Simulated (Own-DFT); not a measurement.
## Calculated data, Hf36O71 (tetragonal hafnia with one neutral oxygen vacancy, atoms displaced)

Computed with Own-DFT development build. A calculation, not a measurement: plane-wave PBE and HSE06 DFT by an unreviewed code, no spin, of a simulated cell at Gamma alone, so results move with cell size and shape, stress positive in tension, energies less offsets, not probed for a lower state with spin; hafnium file: forces about 75 meV/angstrom off all-electron values; oxygen file: force components 24 meV/angstrom off all-electron in a glass; k mesh not checked against a denser one; forces and stress are PBE's, HSE06 gives the energy alone, and its difference from PBE has offsets of its own; offsets are fitted by least squares, one for each functional and potential file, so energies compare only between cells with the same atoms and settings and are not formation energies; the far tail of each file's local potential was reset to the Coulomb form; each entry is a single point on an unrelaxed cell, so the pressure reflects the starting lattice, taken from the Materials Project, from which strain is counted, and rises with the displacements; printed positions are rounded, which can move forces by about a meV/angstrom; the program is a retired in-house code; no spin-orbit coupling.

Settings shared by all entries: first functional PBE; second functional HSE06; exact exchange share 0.25; screening 0.11 1/bohr; exchange divergence Gygi-Baldereschi; potential files PseudoDojo norm-conserving, scalar-relativistic, made for PBE, standard set; wave cutoff 48 hartree; occupations fixed; k mesh 1 x 1 x 1 centred on Gamma.

(1) Hf36O71 (tetragonal hafnia with one neutral oxygen vacancy, atoms displaced)

```
cell vectors (Å)
  10.7800     0.0000     0.0000
   0.0000    10.7800     0.0000
   0.0000     0.0000    10.4493
atoms (fractions of the cell vectors)
Hf  0.00502  0.00061  0.01001
Hf  0.17088  0.16632  0.25851
O   0.00397  0.16844  0.15539
O   0.15826  0.00531  0.34905
O   0.00186  0.16737  0.40503
O   0.17261  0.00409  0.09516
Hf  0.99086  0.00423  0.50045
Hf  0.17004  0.16763  0.74510
O   0.00703  0.17418  0.66055
O   0.17117  0.00179  0.84701
O   0.00019  0.16831  0.90421
O   0.17094  0.99856  0.59500
Hf  0.99611  0.33355  0.99343
Hf  0.15655  0.49387  0.25833
O   0.00708  0.49387  0.14906
O   0.16814  0.33211  0.35215
O   0.99054  0.50279  0.39599
O   0.16741  0.33224  0.09582
Hf  0.00566  0.33827  0.50563
Hf  0.16795  0.50142  0.74329
O   0.00012  0.50626  0.65483
O   0.16808  0.33863  0.85120
O   0.00622  0.50081  0.89728
O   0.17875  0.35232  0.59104
Hf  0.98938  0.66250  0.99670
Hf  0.16006  0.83147  0.24855
O   0.99851  0.83383  0.15135
O   0.16535  0.66999  0.34648
O   0.00218  0.83903  0.40358
O   0.16798  0.67014  0.09744
Hf  0.99240  0.66326  0.50158
Hf  0.16101  0.83727  0.75585
O   0.00545  0.83041  0.66011
O   0.16878  0.66717  0.85097
O   0.99388  0.82990  0.90726
O   0.16875  0.66710  0.59804
Hf  0.33765  0.99697  0.00455
Hf  0.49666  0.17317  0.25379
O   0.33188  0.16360  0.15277
O   0.50481  0.99862  0.34584
O   0.34012  0.16286  0.40249
O   0.49997  0.99673  0.08878
Hf  0.32797  0.99862  0.49719
Hf  0.50388  0.17307  0.75133
O   0.33400  0.16478  0.64525
O   0.49509  0.99481  0.85335
O   0.32776  0.17219  0.89572
O   0.49932  0.99395  0.60011
Hf  0.33546  0.32971  0.00095
Hf  0.49258  0.49525  0.24989
O   0.32919  0.49659  0.14475
O   0.50142  0.32878  0.35065
O   0.32832  0.50376  0.40358
O   0.49669  0.32980  0.10171
Hf  0.33608  0.32658  0.50965
Hf  0.49676  0.50039  0.74169
O   0.33882  0.49964  0.65631
O   0.50384  0.33777  0.84478
O   0.33275  0.49505  0.90140
O   0.50502  0.33144  0.60362
Hf  0.33282  0.66987  0.00797
Hf  0.50612  0.82755  0.25028
O   0.33499  0.84040  0.14487
O   0.50351  0.66772  0.34733
O   0.32794  0.83518  0.40501
O   0.50254  0.66487  0.10034
Hf  0.32857  0.67235  0.49501
Hf  0.49334  0.83969  0.75514
O   0.33196  0.83890  0.64688
O   0.49593  0.66842  0.84226
O   0.32590  0.82742  0.90071
O   0.49786  0.66727  0.59574
Hf  0.66171  0.99801  0.99965
Hf  0.83727  0.16099  0.24777
O   0.66731  0.16468  0.15439
O   0.83522  0.99673  0.34786
O   0.67480  0.17019  0.40499
O   0.82733  0.00085  0.10120
Hf  0.66443  0.00340  0.50340
Hf  0.83228  0.17636  0.75158
O   0.67013  0.16073  0.64811
O   0.83278  0.99694  0.86013
O   0.67118  0.16250  0.90175
O   0.83368  0.99249  0.60467
Hf  0.66517  0.32497  0.00117
Hf  0.83659  0.49746  0.25735
O   0.66456  0.50852  0.16202
O   0.83518  0.33340  0.35381
O   0.66783  0.49660  0.39926
O   0.83445  0.33001  0.09795
Hf  0.66582  0.33375  0.50200
Hf  0.83558  0.50007  0.75628
O   0.66209  0.50492  0.64748
O   0.83429  0.33311  0.84504
O   0.83301  0.33801  0.60475
Hf  0.67679  0.67268  0.99873
Hf  0.82899  0.82999  0.24499
O   0.66984  0.83199  0.15146
O   0.83140  0.66164  0.34844
O   0.66050  0.83010  0.40351
O   0.82985  0.66700  0.09745
Hf  0.66277  0.67064  0.49660
Hf  0.82521  0.82992  0.74121
O   0.66283  0.83411  0.65133
O   0.83569  0.67114  0.84535
O   0.67080  0.83663  0.89795
O   0.83287  0.66627  0.58835
```

It finds PBE energy of cell above offsets -97.327 eV; HSE06 less PBE above offsets 0.037 eV; PBE pressure 1.86 GPa; PBE stress xx -2.28 GPa; PBE stress yy -1.17 GPa; PBE stress zz -2.13 GPa; PBE stress yz 0.02 GPa; PBE stress xz -0.26 GPa; PBE stress xy 0.14 GPa.

Force:
| element | x (eV/Å) | y (eV/Å) | z (eV/Å) |
| --- | --- | --- | --- |
| Hf | -1.391 | -0.119 | -1.662 |
| Hf | -0.513 | 0.178 | -1.743 |
| O | -0.187 | -0.638 | 0.155 |
| O | 0.693 | -0.931 | -0.252 |
| O | -0.382 | 0.938 | 0.743 |
| O | -1.009 | -0.329 | 0.754 |
| Hf | 1.589 | -1.182 | -0.15 |
| Hf | 0.97 | -0.521 | 2.633 |
| O | -1.326 | 0.408 | -1.414 |
| O | -0.614 | 0.648 | -0.002 |
| O | -0.193 | -0.479 | 0.082 |
| O | -1.94 | 0.775 | 0.281 |
| Hf | 1.997 | -0.009 | 1.156 |
| Hf | 2.407 | 1.104 | -1.71 |
| O | -1.928 | 0.554 | 0.015 |
| O | -0.37 | -0.239 | 0.631 |
| O | 1.244 | -0.813 | 0.921 |
| O | -0.323 | -0.328 | 0.281 |
| Hf | -1.371 | -0.71 | -0.756 |
| Hf | 1.347 | 1.233 | 2.476 |
| O | -0.315 | -0.486 | -1.173 |
| O | -0.651 | -0.95 | -1.701 |
| O | -1.329 | -0.175 | -0.077 |
| O | -2.635 | -0.721 | 1.103 |
| Hf | 3.004 | 0.779 | -0.234 |
| Hf | 1.016 | 0.103 | 0.016 |
| O | -0.55 | 0.24 | 0.259 |
| O | -0.354 | -0.734 | -0.011 |
| O | -0.312 | -1.077 | 0.336 |
| O | -1.262 | 0.395 | 0.469 |
| Hf | 2.122 | 1.783 | -0.275 |
| Hf | 1.782 | -1.233 | 0.137 |
| O | -2.006 | -0.068 | -1.036 |
| O | -0.474 | -0.367 | -0.824 |
| O | 0.786 | 0.632 | 0.395 |
| O | -0.651 | -0.591 | -0.427 |
| Hf | -1.02 | -0.217 | -1.527 |
| Hf | 0.501 | -1.842 | -0.681 |
| O | 0.757 | 0.047 | 0.266 |
| O | 0.146 | 0.312 | -0.277 |
| O | -0.456 | 0.971 | -0.37 |
| O | 0.502 | 0.198 | 1.512 |
| Hf | 1.025 | -1.017 | 0.901 |
| Hf | -0.745 | -1.177 | -0.05 |
| O | 0.451 | 0.876 | 0.319 |
| O | 0.177 | 2.183 | -0.217 |
| O | 1.069 | -0.903 | 0.113 |
| O | 0.154 | 0.873 | -0.351 |
| Hf | -2.047 | 1.714 | -0.467 |
| Hf | 0.382 | 1.142 | -0.467 |
| O | 0.198 | 0.153 | 1.662 |
| O | -0.281 | 1.105 | 0.72 |
| O | 0.559 | -1.074 | -0.03 |
| O | 1.299 | -0.109 | -0.001 |
| Hf | 1.686 | 1.012 | -1.915 |
| Hf | 0.564 | 1.953 | 1.717 |
| O | -1.115 | -0.312 | -1.253 |
| O | 1.039 | -0.885 | 0.798 |
| O | 0.419 | 0.55 | 0.27 |
| O | -0.623 | -0.558 | -0.07 |
| Hf | -0.18 | -1.457 | -1.452 |
| Hf | -1.019 | 0.637 | -0.241 |
| O | 0.041 | -0.457 | 1.32 |
| O | -0.422 | -0.674 | -0.061 |
| O | 0.128 | 0.163 | -1.52 |
| O | 0.175 | 0.579 | -0.324 |
| Hf | 0.497 | -0.363 | 1.257 |
| Hf | -0.631 | -1.818 | -1.523 |
| O | -0.196 | -0.228 | 0.886 |
| O | 0.825 | -0.414 | 0.432 |
| O | 0.712 | 1.335 | 0.183 |
| O | -0.192 | -0.007 | -0.659 |
| Hf | 1.886 | -0.064 | -0.427 |
| Hf | -0.563 | 0.71 | 0.262 |
| O | -0.552 | 0.369 | -0.061 |
| O | -0.072 | -0.005 | 0.375 |
| O | -0.336 | -0.651 | 0.031 |
| O | 1.067 | 0.031 | 0.508 |
| Hf | -0.641 | -0.49 | -0.393 |
| Hf | 0.692 | -3.023 | 0.457 |
| O | -0.409 | 0.321 | 0.704 |
| O | 0.178 | 0.691 | -1.87 |
| O | -0.711 | 0.902 | -0.589 |
| O | -0.071 | 0.517 | -0.523 |
| Hf | 0.259 | 1.333 | 0.888 |
| Hf | -1.451 | -0.983 | -1.067 |
| O | 0.276 | -0.793 | -0.718 |
| O | 0.443 | -0.41 | -0.363 |
| O | -0.173 | 0.095 | 0.842 |
| O | -0.713 | 0.09 | -0.295 |
| Hf | 1.174 | 0.876 | -0.775 |
| Hf | -1.313 | 0.278 | -0.934 |
| O | 1.49 | -0.32 | 1.126 |
| O | -0.374 | 0.791 | 1.109 |
| O | 0.519 | -0.305 | -0.3 |
| Hf | -2.781 | -1.422 | -0.556 |
| Hf | 1.185 | 0.57 | 1.207 |
| O | -0.782 | 0.033 | -0.461 |
| O | 0.266 | 1.463 | -0.396 |
| O | 0.681 | 1.306 | -0.681 |
| O | 1.185 | 0.072 | 0.706 |
| Hf | -1.111 | -1.67 | 0.568 |
| Hf | 1.199 | 2.249 | 1.515 |
| O | -0.071 | -0.297 | -0.299 |
| O | -0.532 | -1.25 | 0.308 |
| O | -0.328 | -0.795 | 0.376 |
| O | -0.752 | 0.415 | 1.429 |

(2) Hf36O71 (tetragonal hafnia with one neutral oxygen vacancy, atoms displaced)

```
cell vectors (Å)
  10.7800     0.0000     0.0000
   0.0000    10.7800     0.0000
   0.0000     0.0000    10.4493
atoms (fractions of the cell vectors)
Hf  0.99729  0.00095  0.00829
Hf  0.16312  0.16645  0.25658
O   0.00615  0.17639  0.15542
O   0.17025  0.99659  0.34131
O   0.99144  0.16516  0.40236
O   0.17062  0.00275  0.09737
Hf  0.00776  0.99984  0.50473
Hf  0.16747  0.16158  0.75506
O   0.99714  0.16353  0.65925
O   0.17832  0.01058  0.85099
O   0.99646  0.16930  0.90675
O   0.16125  0.00113  0.59362
Hf  0.98979  0.33941  0.00518
Hf  0.17608  0.49876  0.25450
O   0.00213  0.49919  0.15324
O   0.17066  0.32917  0.34852
O   0.00016  0.50870  0.39568
O   0.17196  0.33636  0.09852
Hf  0.00058  0.33191  0.49672
Hf  0.16527  0.50021  0.75747
O   0.99373  0.50579  0.64588
O   0.16598  0.33802  0.84253
O   0.99267  0.50333  0.90055
O   0.16977  0.33615  0.60132
Hf  0.99849  0.66912  0.00724
Hf  0.16946  0.83228  0.24698
O   0.00243  0.82937  0.15192
O   0.18120  0.66773  0.34925
O   0.00828  0.83406  0.39844
O   0.17453  0.66437  0.09837
Hf  0.99412  0.66659  0.49880
Hf  0.16132  0.82442  0.74776
O   0.00178  0.83132  0.64859
O   0.16692  0.66957  0.85279
O   0.99581  0.83833  0.90708
O   0.17412  0.66847  0.59415
Hf  0.33826  0.99590  0.00558
Hf  0.49979  0.16160  0.25461
O   0.33459  0.16586  0.15373
O   0.50414  0.00514  0.34934
O   0.33681  0.16920  0.39904
Hf  0.33173  0.00123  0.49190
Hf  0.50221  0.17214  0.74740
O   0.32840  0.16258  0.66123
O   0.50298  0.99612  0.85014
O   0.33647  0.16924  0.89934
O   0.50070  0.99364  0.59654
Hf  0.33016  0.32705  0.00735
Hf  0.49985  0.49818  0.25512
O   0.32994  0.50365  0.15160
O   0.49979  0.33649  0.34472
O   0.33079  0.48751  0.39916
O   0.50067  0.32447  0.09626
Hf  0.32797  0.33301  0.49988
Hf  0.49831  0.50090  0.74945
O   0.33522  0.49666  0.65231
O   0.50399  0.33359  0.84735
O   0.33402  0.49116  0.90472
O   0.49999  0.32757  0.59741
Hf  0.32562  0.67196  0.99948
Hf  0.49095  0.83754  0.24869
O   0.33320  0.82900  0.16608
O   0.50225  0.66183  0.35249
O   0.33282  0.83414  0.39829
O   0.50160  0.66080  0.09951
Hf  0.33077  0.66302  0.49323
Hf  0.50519  0.83108  0.74307
O   0.33429  0.82861  0.64623
O   0.49650  0.66028  0.85154
O   0.33307  0.83398  0.89815
O   0.49569  0.67742  0.60051
Hf  0.66936  0.00069  0.00558
Hf  0.82538  0.16873  0.25327
O   0.65800  0.16212  0.14765
O   0.82445  0.00291  0.35882
O   0.66263  0.15783  0.39615
O   0.83322  0.99804  0.10075
Hf  0.66055  0.00281  0.50090
Hf  0.83883  0.16075  0.75831
O   0.67660  0.17205  0.66056
O   0.83944  0.00085  0.85790
O   0.66404  0.17154  0.90438
O   0.83276  0.99700  0.59880
Hf  0.67130  0.33272  0.00364
Hf  0.83656  0.49723  0.24866
O   0.66726  0.49570  0.15386
O   0.83392  0.32537  0.35344
O   0.66080  0.49817  0.41144
O   0.83088  0.32674  0.10201
Hf  0.66865  0.33357  0.50193
Hf  0.84020  0.49884  0.74623
O   0.66383  0.49276  0.65041
O   0.83441  0.33129  0.84320
O   0.66781  0.49948  0.90402
O   0.83356  0.33204  0.59935
Hf  0.66925  0.66178  0.00222
Hf  0.84229  0.82938  0.25504
O   0.66169  0.82707  0.14066
O   0.83971  0.66726  0.34831
O   0.67451  0.83129  0.40453
O   0.83341  0.66109  0.09149
Hf  0.66421  0.66303  0.50300
Hf  0.83651  0.83025  0.75474
O   0.67407  0.83817  0.64497
O   0.83205  0.66313  0.84600
O   0.65935  0.83514  0.90350
O   0.84133  0.66667  0.59472
```

The calculation gives: PBE energy of cell above offsets -96.810 eV; HSE06 less PBE above offsets 0.102 eV; PBE pressure 1.82 GPa; PBE stress xx -2.38 GPa; PBE stress yy -1.02 GPa; PBE stress zz -2.06 GPa; PBE stress yz 0.56 GPa; PBE stress xz 0.7 GPa; PBE stress xy -0.12 GPa.

Force:
| element | x (eV/Å) | y (eV/Å) | z (eV/Å) |
| --- | --- | --- | --- |
| Hf | 0.619 | 1.187 | -1.047 |
| Hf | 0.97 | -0.168 | -1.668 |
| O | -1.462 | -0.505 | 0.096 |
| O | -0.004 | 0.782 | 0.977 |
| O | 1.256 | -0.018 | 0.324 |
| O | -0.58 | -0.809 | 0.179 |
| Hf | -3.75 | 0.025 | -0.723 |
| Hf | -0.048 | 1.744 | -0.021 |
| O | 1.113 | 0.192 | -1.006 |
| O | -1.024 | -3.038 | 0.024 |
| O | 0.165 | -0.031 | 0.846 |
| O | 2.323 | 0.009 | 0.69 |
| Hf | 2.272 | -1.1 | -1.021 |
| Hf | -0.342 | -0.141 | -0.618 |
| O | -0.28 | -0.055 | -0.323 |
| O | -0.881 | 0.528 | 0.668 |
| O | 0.093 | -1.957 | 0.317 |
| O | -2.021 | 0.058 | 0.438 |
| Hf | -0.284 | 0.332 | 1.072 |
| Hf | 1.022 | -0.779 | -1.06 |
| O | 2.164 | -0.329 | 0.109 |
| O | -0.622 | -0.818 | 0.705 |
| O | 0.457 | 0.101 | 0.331 |
| O | -1.568 | 0.093 | -0.94 |
| Hf | 0.645 | -0.226 | -1.066 |
| Hf | -0.942 | -0.25 | 1.351 |
| O | -0.021 | -0.228 | -0.352 |
| O | -0.318 | -0.405 | -0.67 |
| O | -0.474 | -0.07 | -0.039 |
| O | -2.759 | 0.503 | 0.759 |
| Hf | 1.752 | 0.304 | -0.116 |
| Hf | 2.356 | 1.659 | -0.32 |
| O | -0.231 | -0.138 | 0.572 |
| O | -0.414 | -0.564 | 0.003 |
| O | 0.558 | -0.991 | -0.364 |
| O | -1.87 | -0.135 | 0.771 |
| Hf | 0.357 | 1.619 | -1.787 |
| Hf | -0.398 | 2.242 | -1.238 |
| O | -0.374 | -0.687 | 0.237 |
| O | -0.832 | -2.249 | 0.094 |
| O | -0.312 | -0.716 | 0.656 |
| Hf | 0.356 | -0.497 | 1.604 |
| Hf | -0.088 | -0.2 | 1.353 |
| O | 0.908 | -0.198 | -1.616 |
| O | -0.227 | 0.851 | 0.003 |
| O | 0.1 | -0.554 | 1.169 |
| O | -1.108 | 0.562 | 0.009 |
| Hf | 1.674 | 0.219 | -1.321 |
| Hf | -0.156 | 0.49 | -1.629 |
| O | 1.127 | -0.238 | 0.668 |
| O | 0.421 | -1.109 | 0.484 |
| O | -0.131 | 1.855 | -0.153 |
| O | 0.103 | 0.77 | 0.166 |
| Hf | 1.098 | -0.685 | 1.273 |
| Hf | -0.023 | -0.749 | 1.207 |
| O | -0.53 | 0.358 | -0.271 |
| O | 0.073 | 0.309 | -0.586 |
| O | -0.718 | 1.618 | -0.044 |
| O | -0.297 | -0.483 | -0.542 |
| Hf | 3.643 | -1.979 | -1.121 |
| Hf | 3.693 | -1.041 | 0.662 |
| O | -0.412 | 0.36 | -3.017 |
| O | -0.383 | 0.486 | 0.032 |
| O | 0.518 | 0.394 | 0.327 |
| O | -0.91 | 0.239 | -0.059 |
| Hf | 0.814 | 0.62 | 0.809 |
| Hf | -0.295 | 0.108 | 0.98 |
| O | -1.12 | 0.722 | 0.677 |
| O | 0.19 | 0.943 | -0.739 |
| O | -0.342 | 0.032 | 1.115 |
| O | 1.208 | -0.87 | -0.501 |
| Hf | -1.698 | -0.503 | -1.039 |
| Hf | 0.301 | -2.088 | 0.14 |
| O | 1.344 | -0.546 | 0.514 |
| O | 0.983 | -0.753 | -2.099 |
| O | 0.125 | 2.554 | 0.313 |
| O | 0.647 | 0.215 | 1.011 |
| Hf | 2.517 | -1.67 | 0.197 |
| Hf | -0.587 | 0.21 | -0.564 |
| O | -1.445 | -0.494 | -1.098 |
| O | -0.421 | -0.967 | -0.184 |
| O | 0.517 | -1.162 | 0.357 |
| O | 0.823 | 0.161 | 0.478 |
| Hf | -2.876 | 0.293 | -1.509 |
| Hf | -0.26 | 0.25 | 0.565 |
| O | 0.735 | 0.016 | 0.704 |
| O | -0.193 | 2 | -0.416 |
| O | 0.888 | 0.122 | -1.186 |
| O | 0.372 | 0.35 | 0.794 |
| Hf | -0.491 | -0.861 | 0.836 |
| Hf | -1.902 | -0.753 | 0.505 |
| O | 0.677 | 0.811 | 0.188 |
| O | 0.391 | 0.81 | 1.135 |
| O | 0.384 | -0.455 | 0.181 |
| O | 1.005 | 0.579 | -0.839 |
| Hf | -2.407 | 1.063 | -0.786 |
| Hf | -2.603 | 1.951 | 0.635 |
| O | 0.81 | 0.883 | 1.827 |
| O | -0.251 | -0.869 | -0.521 |
| O | -0.543 | -0.368 | -0.298 |
| O | 0.733 | 0.013 | 1.495 |
| Hf | -0.505 | 1.516 | 0.112 |
| Hf | -1.061 | 1.21 | -0.628 |
| O | -0.363 | -0.992 | 1.409 |
| O | 0.19 | 0.876 | -0.09 |
| O | 1.001 | -0.748 | -0.632 |
| O | -2.337 | 0.047 | 0.704 |
